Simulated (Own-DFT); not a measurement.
# Computed records: GaP (zincblende, strained, atoms displaced)

Computed with Own-DFT development build. A calculation, not a measurement: plane-wave PBE density functional theory by an unreviewed code, no spin, of a simulated periodic cell, stress positive in tension, free energy of the whole cell less one offset for each atom, forces on such cells passed a denser k mesh, this cell's mesh not checked; offsets are fitted by least squares, one for each functional and potential file, so energies compare only between cells with the same atoms and settings and are not formation energies; the far tail of each file's local potential was reset to the Coulomb form; each entry is a single point on an unrelaxed cell, so the pressure reflects the starting lattice, mostly measured values (interpolated for alloys), from which strain is counted, and rises with the displacements; printed positions are rounded, which can move forces by about a meV/angstrom; the program, named Own-DFT, is a retired in-house code; no spin-orbit coupling.

Settings shared by all entries: functional PBE; potential files PseudoDojo norm-conserving, scalar-relativistic, standard set; wave cutoff 42 hartree; occupations Fermi-Dirac; smearing width 0.1 eV; hardware one NVIDIA H100; k mesh 3 x 3 x 3 centred on Gamma.

(1) GaP (zincblende, strained, atoms displaced)

```xyz
64
Lattice="10.8620 0.0000 0.0000 0.0000 10.8620 0.0000 0.0000 0.0000 10.9361" Properties=species:S:1:pos:R:3 GaP
Ga    10.8489    10.7943     0.0167
Ga    10.8396     2.6604     2.7011
Ga     2.7837    10.8212     2.7662
Ga     2.7058     2.6952    10.8958
P      1.3067     1.4114     1.2943
P      1.4278     4.0709     4.1040
P      4.0910     1.3113     4.1161
P      4.0942     4.0796     1.3719
Ga     0.0179     0.0283     5.5115
Ga     0.0834     2.6542     8.1346
Ga     2.6751    10.8230     8.1782
Ga     2.8044     2.6942     5.4495
P      1.4491     1.3644     6.9016
P      1.3675     3.9882     9.5871
P      4.1080     1.3467     9.5666
P      4.0033     4.0588     6.7598
Ga     0.0263     5.3770    10.8900
Ga     0.0013     8.1236     2.6335
Ga     2.6334     5.4410     2.7127
Ga     2.6467     8.0620     0.0616
P      1.3912     6.7245     1.3424
P      1.3869     9.4825     4.1359
P      4.0274     6.7730     4.0215
P      4.0815     9.5358     1.3607
Ga    10.8219     5.5065     5.5233
Ga    10.8418     8.1305     8.2009
Ga     2.7452     5.4906     8.1336
Ga     2.6602     8.1096     5.4326
P      1.3429     6.7748     6.8325
P      1.2729     9.5449     9.5778
P      4.1084     6.7332     9.5185
P      4.0705     9.4513     6.8491
Ga     5.4545    10.7781     0.0159
Ga     5.3749     2.6679     2.7578
Ga     8.1975    10.7467     2.7751
Ga     8.1636     2.7905     0.0369
P      6.7211     1.3659     1.3372
P      6.7805     4.0594     4.2108
P      9.5362     1.3469     4.0378
P      9.5217     4.1629     1.3992
Ga     5.4258     0.1147     5.4358
Ga     5.3651     2.6899     8.2280
Ga     8.1237     0.0263     8.2091
Ga     8.1177     2.6363     5.4614
P      6.6757     1.3818     6.8067
P      6.8387     4.0283     9.5815
P      9.5046     1.4742     9.5417
P      9.4672     4.0672     6.8545
Ga     5.4268     5.5248    10.9185
Ga     5.4709     8.1273     2.6713
Ga     8.1132     5.4269     2.7545
Ga     8.0335     8.0924    10.8995
P      6.8068     6.8106     1.4137
P      6.7215     9.5027     4.1304
P      9.4621     6.7807     4.1650
P      9.5780     9.5543     1.4325
Ga     5.3941     5.5219     5.4491
Ga     5.3960     8.1288     8.1704
Ga     8.1394     5.3983     8.2584
Ga     8.1280     8.1986     5.5260
P      6.8483     6.8117     6.8816
P      6.7931     9.4449     9.5711
P      9.4555     6.8001     9.5407
P      9.5180     9.4292     6.8066
```

* free energy of cell above offsets: -33.510 eV
* pressure: 3.53 GPa
* stress xx: -3.66 GPa
* stress yy: -3.65 GPa
* stress zz: -3.29 GPa
* stress yz: 0.38 GPa
* stress xz: 0.11 GPa
* stress xy: 0.29 GPa
* wall time: 496.4 s

Force:
```tsv
element	x (eV/Å)	y (eV/Å)	z (eV/Å)
Ga	-0.408	1.469	-0.337
Ga	0.485	1.108	0.132
Ga	-1.072	0.426	-0.326
Ga	0.75	0.064	0.501
P	0.781	-1.072	0.618
P	-1.25	-0.307	0.303
P	-0.646	0.512	-0.529
P	-0.375	0.153	-0.221
Ga	0.141	-0.1	-0.183
Ga	-0.844	0.982	0.446
Ga	0.884	-0.266	0.742
Ga	-0.969	-0.208	-0.357
P	-0.297	-0.197	-1.516
P	0.137	1.063	-1.005
P	-0.607	-0.852	0.244
P	1.224	0.696	0.95
Ga	-0.29	0.367	-0.223
Ga	0.253	-0.373	1.321
Ga	1.057	-0.816	0.106
Ga	0.916	1.057	-1.148
P	-1.236	0.079	0.009
P	-0.639	0.289	-0.702
P	0.269	0.474	0.197
P	-0.277	-1.005	-0.146
Ga	0.093	-1.253	-0.438
Ga	0.133	0.002	0.13
Ga	-0.503	-1.149	0.466
Ga	0.76	-0.025	0.312
P	0.031	0.518	0.294
P	0.877	-1.086	-0.127
P	-0.726	0.952	0.362
P	-0.273	0.583	-0.744
Ga	0.023	0.688	-0.514
Ga	0.627	0.709	-0.027
Ga	-0.991	1.014	-0.066
Ga	0.082	-0.513	0.352
P	1.108	-0.372	0.516
P	-0.365	0.06	-1.099
P	-0.456	-0.315	0.971
P	-0.119	-0.589	0.04
Ga	-0.14	-1.686	0.529
Ga	0.243	0.893	-0.317
Ga	0.215	0.002	-0.161
Ga	0.531	0.376	0.138
P	1.107	-0.14	0.751
P	-1.178	0.608	-0.034
P	-0.027	-1.205	0.352
P	0.496	-0.401	-0.234
Ga	0.502	-1.278	0.347
Ga	-0.826	0.512	0.724
Ga	0.085	-0.253	0.7
Ga	1.398	0.433	0.589
P	-0.06	-0.575	-0.485
P	0.417	-0.08	-0.016
P	0.123	0.63	-0.887
P	-1.105	-1.123	-1.154
Ga	0.246	-0.346	0.349
Ga	0.495	-0.012	0.223
Ga	-0.005	-0.11	-0.427
Ga	-0.334	-0.437	-0.769
P	-0.711	-0.386	-0.231
P	-0.407	0.605	-0.479
P	0.6	-0.259	0.602
P	0.049	1.461	0.584
```

(2) GaP (zincblende, strained, atoms displaced)

```xyz
64
Lattice="10.8620 0.0000 0.0000 0.0000 10.8620 0.0000 0.0000 0.0000 10.9361" Properties=species:S:1:pos:R:3 GaP
Ga     0.0495    10.8421     0.0551
Ga     0.0556     2.7144     2.7678
Ga     2.7665    10.8503     2.7280
Ga     2.6503     2.6316    10.8739
P      1.3241     1.3521     1.3230
P      1.4144     4.0196     4.0925
P      4.0784     1.4047     4.0856
P      3.9466     4.1694     1.3788
Ga     0.0479     0.0301     5.4177
Ga     0.0162     2.6178     8.2472
Ga     2.7434    10.8156     8.1754
Ga     2.8526     2.6824     5.4154
P      1.3406     1.4500     6.8522
P      1.3242     4.0847     9.6673
P      4.0312     1.3623     9.4412
P      4.0759     4.0504     6.7262
Ga     0.0390     5.4981    10.8981
Ga    10.8174     8.1538     2.6531
Ga     2.7144     5.3914     2.6585
Ga     2.6919     8.0780     0.0159
P      1.3520     6.7587     1.3426
P      1.2160     9.5101     4.1102
P      4.1057     6.8408     4.0902
P      4.0570     9.4723     1.3523
Ga     0.0293     5.4244     5.4447
Ga    10.8358     8.0995     8.1959
Ga     2.6768     5.4065     8.2085
Ga     2.7547     8.1378     5.5304
P      1.3261     6.7765     6.8316
P      1.3600     9.5311     9.5201
P      4.0248     6.8739     9.6435
P      4.0428     9.4866     6.8969
Ga     5.4718    10.8010     0.0159
Ga     5.4438     2.7278     2.8042
Ga     8.1198     0.0785     2.6780
Ga     8.0594     2.6878     0.0673
P      6.8812     1.3294     1.3839
P      6.7959     4.1434     4.0410
P      9.5211     1.3724     4.0994
P      9.5029     4.1094     1.3287
Ga     5.3765     0.0356     5.5278
Ga     5.4242     2.7587     8.2227
Ga     8.1130     0.0559     8.0957
Ga     8.1668     2.7108     5.5039
P      6.8507     1.3728     6.8550
P      6.7562     4.0781     9.6505
P      9.4734     1.4360     9.5788
P      9.5335     4.0539     6.8022
Ga     5.5379     5.4426     0.0287
Ga     5.4293     8.1342     2.7398
Ga     8.1070     5.4644     2.7932
Ga     8.0616     8.1987     0.0105
P      6.7381     6.8246     1.3479
P      6.7841     9.5427     4.1057
P      9.3895     6.7697     4.0836
P      9.4863     9.4809     1.4546
Ga     5.3753     5.3352     5.4971
Ga     5.4209     8.1766     8.3187
Ga     8.1072     5.5170     8.1569
Ga     8.1588     8.0774     5.5112
P      6.8120     6.8549     6.9195
P      6.7939     9.5402     9.5940
P      9.5492     6.8246     9.5187
P      9.5448     9.4835     6.8796
```

- free energy of cell above offsets: -32.691 eV
- pressure: 3.81 GPa
- stress xx: -3.9 GPa
- stress yy: -4.06 GPa
- stress zz: -3.48 GPa
- stress yz: -0.34 GPa
- stress xz: 0.75 GPa
- stress xy: 0.04 GPa
- wall time: 519.3 s

Force:
```tsv
element	x (eV/Å)	y (eV/Å)	z (eV/Å)
Ga	-1.062	-0.31	-0.794
Ga	-0.663	0.208	-0.587
Ga	-0.898	-0.096	0.025
Ga	0.687	0.577	0.359
P	0.699	-0.064	0.981
P	0.082	0.667	0.197
P	0.504	-1.319	-0.231
P	2.173	-2.148	-1.464
Ga	-0.796	0.391	1.12
Ga	-0.32	1.575	0.093
Ga	-1.016	0.652	-0.156
Ga	-1.784	0.258	0.49
P	1.087	-1.132	-0.784
P	0.263	-0.389	-1.394
P	0.697	-0.197	1.338
P	-0.331	-0.051	1.999
Ga	-0.995	-0.277	0.241
Ga	0.253	-0.886	0.992
Ga	-0.796	1.251	1.763
Ga	-0.653	1.325	0.093
P	-0.208	0.487	0.654
P	1.99	-0.662	-0.49
P	-0.622	-0.894	0.301
P	0.105	0.078	0.12
Ga	-0.37	-0.189	-0.411
Ga	0.677	0.772	-0.076
Ga	0.251	0.056	0.191
Ga	-0.707	0.076	-0.745
P	0.398	-0.04	-0.048
P	-0.125	-0.623	0.61
P	0.898	-1.707	-0.927
P	0.813	-0.045	-0.5
Ga	-0.716	0.913	-0.001
Ga	-0.083	0.506	-1.211
Ga	0.998	-1.141	1.592
Ga	1.214	0.858	-0.637
P	-2.391	0.525	-0.252
P	-0.267	-1.027	1.302
P	-0.316	0.035	-0.127
P	-0.03	0.016	0.58
Ga	0.429	-0.306	-0.271
Ga	0.205	0.033	-0.346
Ga	1.183	-0.865	1.429
Ga	0.056	0.411	-0.796
P	-1.565	0.713	-0.608
P	0.542	-0.001	-1.076
P	-0.322	-1.297	0.437
P	-0.082	0.322	0.787
Ga	-1.86	0.104	0.044
Ga	0.154	0.678	0.078
Ga	0.282	-0.128	-1.669
Ga	1.136	-0.403	0.019
P	0.813	-0.035	0.601
P	0.027	-0.092	0.24
P	1.683	0.314	0.298
P	-0.533	0.727	-1.433
Ga	1.13	1.746	-0.753
Ga	-0.085	-0.074	-0.375
Ga	0.912	-1.246	0.709
Ga	-0.083	1.202	-0.16
P	-1.558	-0.327	-0.747
P	0.333	0.342	-0.771
P	-1.118	-0.304	0.988
P	-0.315	0.462	-0.827
```
